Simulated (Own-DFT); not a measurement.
# What random displacements cost in 6H (3C twinned every three layers) SiC, 48 atoms (C24Si24)

Calculated results; nothing here was measured. They come from Own-DFT, an in-house plane-wave density functional program, since retired, whose code no person has reviewed. Each row is one single-point run on a periodic cell that was not relaxed, without spin or spin-orbit coupling.

Settings of every run: PBE; PseudoDojo norm-conserving scalar-relativistic files; cutoff 42 hartree; 5 x 5 x 2 k mesh centred on Gamma; Fermi-Dirac smearing of 0.1 eV.

Known limits, some of them of some rows only: some atoms lie very close together; forces on such cells passed a denser k mesh, each cell not checked; stress not checked against mesh or cutoff.

Cell vectors in Å: (4.360, -4.360, 0.000); (0.000, 4.360, -4.360); (8.719, 8.719, 8.719). In each run every atom was moved at random and independently from its ideal site; u is the rms move along one axis. E is the free energy for each atom above the fitted value at u = 0, and F the rms of the force components.

```
run,u (Å),E (meV/atom),F (eV/Å),largest force (eV/Å),P (GPa)
1,0.0280,31.4,0.777,2.54,3.67
2,0.0303,?,?,?,?
3,0.0312,37.1,0.853,2.88,3.76
4,0.0577,145.8,1.891,6.77,6.30
5,0.0651,143.5,1.749,5.74,6.55
6,0.0688,175.3,2.039,7.06,7.32
7,0.1034,394.8,3.218,14.51,12.41
8,0.1099,522.0,4.472,18.13,16.52
```

## Worked fit

For small independent moves the energy grows as E = (3/2) K u², with K the mean stiffness felt by one atom. The runs with u up to 0.11 Å give K = 26.0 ± 1.4 eV/Å², with residuals divided by u² + 0.0006 Å², since the noise grows with the moves. The scatter is 10.8 meV/atom at u = 0.05 Å. The forces follow F = G u with G = 31.2 eV/Å²; no force at u = 0 is resolved. G exceeds K because the moves of its neighbours add to the force on an atom, and stiffness differs between atoms. The pressure follows P = 2.58 + 1044 u² GPa: at fixed volume, shortened bonds push harder than stretched ones pull.

## Withheld run

Question: what energy and rms force should run 2 give?

The fit gives 36 ± 6 meV/atom and about 0.95 eV/Å. The calculation gave 37.7 meV/atom and 0.868 eV/Å.
